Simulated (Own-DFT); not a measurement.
# How strain changes the stress of 4H SiC, 72 atoms (C36Si36)

All numbers below are calculated, not measured. They come from Own-DFT, an in-house plane-wave density functional program, since retired, whose code no person has reviewed. Each row is one single-point run on a periodic cell that was not relaxed, without spin or spin-orbit coupling.

Settings of every run: PBE; PseudoDojo norm-conserving scalar-relativistic files; cutoff 42 hartree; 4 x 4 x 3 k mesh centred on Gamma; Fermi-Dirac smearing of 0.1 eV.

Known limits: forces on such cells passed a denser k mesh, each cell not checked; stress not checked against mesh or cutoff.

Unstrained cell vectors in Å: (9.248, 0.000, 0.000); (-4.624, 8.009, 0.000); (0.000, 0.000, 10.068). The unstrained cell has measured lattice constants (interpolated for alloys), not those of this functional. That, the random moves and any unrelaxed bonds set the pressure at no strain. Each run strains this cell uniformly, with the atoms carried along. Every atom was also moved at random, by a Gaussian of width 0.05 Å on each axis. Strain is the symmetric tensor, in per cent. Stress is positive in tension, and the pressure is minus a third of its trace.

| run | e_xx (%) | e_yy (%) | e_zz (%) | e_yz (%) | e_xz (%) | e_xy (%) | s_xx (GPa) | s_yy (GPa) | s_zz (GPa) | s_yz (GPa) | s_xz (GPa) | s_xy (GPa) | P (GPa) | E (meV/atom) |
|---|---|---|---|---|---|---|---|---|---|---|---|---|---|---|
| 1 | 1.09 | -0.88 | -1.84 | 1.67 | 0.94 | 0.70 | -0.43 | -10.36 | -18.33 | 5.59 | 3.77 | 3.33 | 9.71 | 38.0 |
| 2 | 1.70 | 1.75 | -1.33 | -1.48 | -0.09 | -0.85 | 4.36 | 4.07 | -12.52 | -4.41 | -1.29 | -4.25 | 1.36 | 31.1 |
| 3 | -1.79 | 1.48 | 0.57 | -1.48 | 0.72 | -1.11 | -14.63 | 2.13 | -5.03 | -4.41 | 2.43 | -7.45 | 5.84 | 43.0 |
| 4 | 0.33 | 0.52 | -1.49 | -0.32 | 0.66 | -0.44 | -3.34 | -1.90 | -16.09 | -2.31 | 1.54 | -2.91 | 7.11 | 26.4 |
| 5 | -1.70 | -1.62 | 1.21 | -1.03 | 0.94 | 0.98 | -15.93 | -14.45 | -0.72 | -3.45 | 4.45 | 4.92 | 10.37 | 20.1 |
| 6 | -1.38 | 1.12 | 1.90 | -1.87 | -0.09 | 1.24 | -12.87 | -0.10 | 5.35 | -6.16 | 0.29 | 6.19 | 2.54 | 24.8 |
| 7 | -1.74 | 2.00 | 1.87 | -1.28 | 1.08 | 0.66 | -12.78 | 4.57 | 4.61 | -3.53 | 2.79 | 2.94 | 1.20 | 30.8 |
| 8 | -1.91 | -1.87 | -0.44 | -1.35 | 1.11 | 1.49 | -17.59 | -18.56 | -11.01 | -4.35 | 2.89 | 7.24 | 15.72 | 41.6 |
| 9 | -1.81 | -1.21 | 1.93 | 0.76 | 0.78 | 1.46 | -17.25 | -13.37 | 3.66 | 2.36 | 2.74 | 7.74 | 8.99 | 45.5 |
| 10 | 0.38 | 1.75 | 1.01 | 0.82 | 1.53 | -0.01 | -1.84 | 3.88 | 1.16 | 3.20 | 5.71 | -0.97 | -1.07 | 14.0 |
| 11 | -0.26 | 1.58 | -0.20 | 1.63 | 0.71 | -0.92 | -3.74 | 3.37 | -8.81 | 5.35 | 2.28 | -3.93 | 3.06 | 17.0 |
| 12 | 1.16 | 0.53 | 1.56 | -1.59 | -1.04 | 1.53 | 3.89 | 0.01 | 0.86 | -4.71 | -3.80 | 6.11 | -1.59 | 14.3 |
| 13 | 1.01 | -1.39 | 0.77 | -1.33 | 1.53 | -1.66 | -0.14 | -13.10 | -0.72 | -5.13 | 4.12 | -7.03 | 4.65 | 22.9 |
| 14 | -1.41 | -0.30 | 1.87 | -0.62 | -0.36 | -1.42 | -14.11 | -7.91 | 3.72 | -2.64 | -0.58 | -7.39 | 6.10 | 40.5 |
| 15 | 0.24 | 0.23 | 0.86 | -0.33 | -1.66 | 0.79 | -2.51 | -2.77 | -1.22 | -1.04 | -5.20 | 3.37 | 2.17 | 0.0 |
| 16 | -0.27 | 0.04 | 1.57 | 1.56 | 1.88 | -0.05 | -6.30 | -3.13 | 2.45 | 3.82 | 5.86 | -0.76 | 2.33 | 16.0 |
| 17 | 0.98 | 1.22 | -0.43 | 0.96 | -0.83 | -0.68 | ? | ? | ? | ? | ? | ? | ? | ? |

E is the free energy for each atom above the lowest run shown.

## Worked fit

Each stress component was fitted by least squares to a constant and the strains of the runs shown, as fractions, with shears doubled. Shear strains stay in the fit of a normal stress only where such slopes are resolved. The slopes, in GPa:

| stress | at no strain | per e_xx | per e_yy | per e_zz | scatter |
|---|---|---|---|---|---|
| s_xx | -5.2 | 594 ± 24 | 80 ± 20 | 33 ± 23 | 0.99 |
| s_yy | -5.5 | 85 ± 24 | 555 ± 20 | 48 ± 23 | 1.00 |
| s_zz | -6.9 | 54 ± 27 | 26 ± 22 | 616 ± 26 | 1.11 |

Each shear stress against twice its own strain: yz 158 ± 7, xz 152 ± 12, xy 242 ± 11 GPa. These are stiffnesses along x, y and z of the frame in which the cell vectors are given, which need not be the crystal's axes. The atoms are held to the strained lattice; where symmetry lets them move under strain, relaxing them would lower some slopes. The table should be nearly symmetric about its diagonal, and what it lacks of that shows the noise. A ninth of its sum, 232 ± 5 GPa, estimates the bulk modulus near the mean pressure of these runs, 4.9 GPa, so it lies above the value at zero pressure.

## Withheld run

Question: what normal stresses and pressure should run 17 give?

The fit gives s_xx = 1.4, s_yy = 1.9, s_zz = -8.7 and P = 1.8 GPa. The calculation gave 3.30, 1.31, -8.91 and P = 1.43 GPa.
